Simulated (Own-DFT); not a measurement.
# Misfit strain and the stress it brings: wurtzite AlGaN with randomly placed atoms, 72 atoms (Al27Ga9N36)

Source: density functional calculations with Own-DFT, an unreviewed in-house program that is no longer used. Nothing was measured or relaxed, and spin and spin-orbit coupling are left out.

Common settings: PBE; PseudoDojo norm-conserving scalar-relativistic files; cutoff 42 hartree; 4 x 4 x 3 k mesh centred on Gamma; Fermi-Dirac smearing of 0.1 eV.

Limits: forces on such cells passed a denser k mesh, each cell not checked; stress not checked against mesh or cutoff.

Unstrained cell vectors in Å: (9.394, 0.000, 0.000); (-4.697, 8.135, 0.000); (0.000, 0.000, 10.066). The unstrained cell has measured lattice constants (interpolated for alloys), not those of this functional. That, the random moves and any unrelaxed bonds set the pressure at no strain. Each run strains x and y alike by e, as a substrate would, and holds the height along z. All atoms carry random offsets, Gaussian with a width of 0.05 Å per axis. The random placing of the alloy's atoms differs from row to row. Stress is positive in tension.

```
e (%)  u (Å)  (s_xx + s_yy)/2 (GPa)  s_zz (GPa)
-2.50  0.049                 -22.49      -10.56
-2.25  0.049                      ?           ?
-1.50  0.046                 -15.34       -8.37
-1.00  0.050                 -11.29      -11.33
-0.25  0.050                  -7.50       -7.91
 0.25  0.047                  -5.06       -5.30
 1.00  0.047                  -0.85       -5.92
 1.25  0.051                   0.56       -3.85
 2.50  0.048                   6.30       -4.09
 2.75  0.052                   5.87       -1.71
```

## Worked fit

With e as a fraction, the in-plane stress is -5.9 + 559 e - 3940 e² GPa (errors 11 and 644, scatter 0.52), and s_zz is -7.0 + 165 e GPa (slope ± 28, scatter 1.42). At e = 0 the first slope is C11 + C12 and the second 2 C13, both with the ions held to the strained lattice and at the cell's own pressure. The term in e² is negative: the layer stiffens under compression and softens under tension. A free layer would change its height as e changes, and the in-plane slope would drop by 2 C13²/C33 to the biaxial modulus. At fixed height, a misfit of 1 % moves the in-plane stress by about 5.6 GPa and s_zz by 1.6 GPa.

## Check

Q: what are the two stresses at e = -2.25 %?

Estimate: -20.5 and -10.7 GPa. Computed: -20.02 and -11.14 GPa.
